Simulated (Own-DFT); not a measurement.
# What a defect does to the pressure of its cell: zincblende GaAs

The numbers are computed, not measured, by runs of the plane-wave DFT program Own-DFT (in-house, retired, unreviewed) at fixed positions, with no spin and no spin-orbit coupling.

Settings: PBE; PseudoDojo norm-conserving scalar-relativistic files; cutoff 42 hartree; 3 x 3 x 3 k mesh centred on Gamma; Fermi-Dirac smearing of 0.1 eV.

Limits (not all hold for every row): not probed for a lower state with spin; forces not confirmed at this smearing and k mesh; stress not checked against mesh or cutoff.

All runs share one cell, with vectors in Å (10.862, 0.000, 0.000); (0.000, 10.862, 0.000); (0.000, 0.000, 11.796) and a volume of 1391.7 Å³, strained against the parent crystal. Atoms were moved at random from their sites; u is the rms move along one axis. The defect's site can differ from row to row.

| cell | formula | u (Å) | P (GPa) |
|---|---|---|---|
| no defect | As32Ga32 | 0.0317 | 6.65 |
| no defect | As32Ga32 | 0.0318 | 6.68 |
| no defect | As32Ga32 | 0.0506 | 7.10 |
| one In on a Ga site | As32Ga31In | 0.0306 | 7.44 |
| one In on a Ga site | As32Ga31In | 0.0315 | 7.39 |
| one In on a Ga site | As32Ga31In | 0.0320 | 7.44 |
| one Al on a Ga site | AlAs32Ga31 | 0.0292 | 6.65 |
| one Al on a Ga site | AlAs32Ga31 | 0.0302 | 6.67 |
| one Al on a Ga site | AlAs32Ga31 | 0.0504 | 7.02 |
| one P on an As site | As31Ga32P | 0.0289 | 6.38 |
| one P on an As site | As31Ga32P | 0.0295 | 6.36 |
| one P on an As site | As31Ga32P | 0.0472 | ? |
| one P on an As site | As31Ga32P | 0.0488 | 6.72 |
| one As vacancy and one Ga vacancy | As31Ga31 | 0.0295 | 5.94 |
| one As vacancy and one Ga vacancy | As31Ga31 | 0.0310 | 5.87 |
| one As vacancy and one Ga vacancy | As31Ga31 | 0.0503 | 6.46 |

## Working it out

P = P0 + c u² + a shift for each defect gives P0 = 6.40 GPa, c = 268 ± 20 GPa/Å² and a scatter of 0.05 GPa. The shifts, and each times the cell's volume:

- one In on a Ga site: 0.76 ± 0.04 GPa, 6.6 eV
- one Al on a Ga site: 0.00 ± 0.04 GPa, 0.0 eV (not resolved)
- one P on an As site: -0.28 ± 0.04 GPa, -2.4 eV
- one As vacancy and one Ga vacancy: -0.70 ± 0.04 GPa, -6.0 eV

Against the defect-free cell, a freed cell would be larger where the shift is positive and smaller where it is negative (160.2 GPa Å³ is 1 eV). The atoms around the defects weren't relaxed, which would change these numbers.

## The run left out

Question: what pressure belongs in the blank (one P on an As site, u = 0.0472 Å)?

Estimate: 6.72 ± 0.06 GPa. Computed: 6.78 GPa.
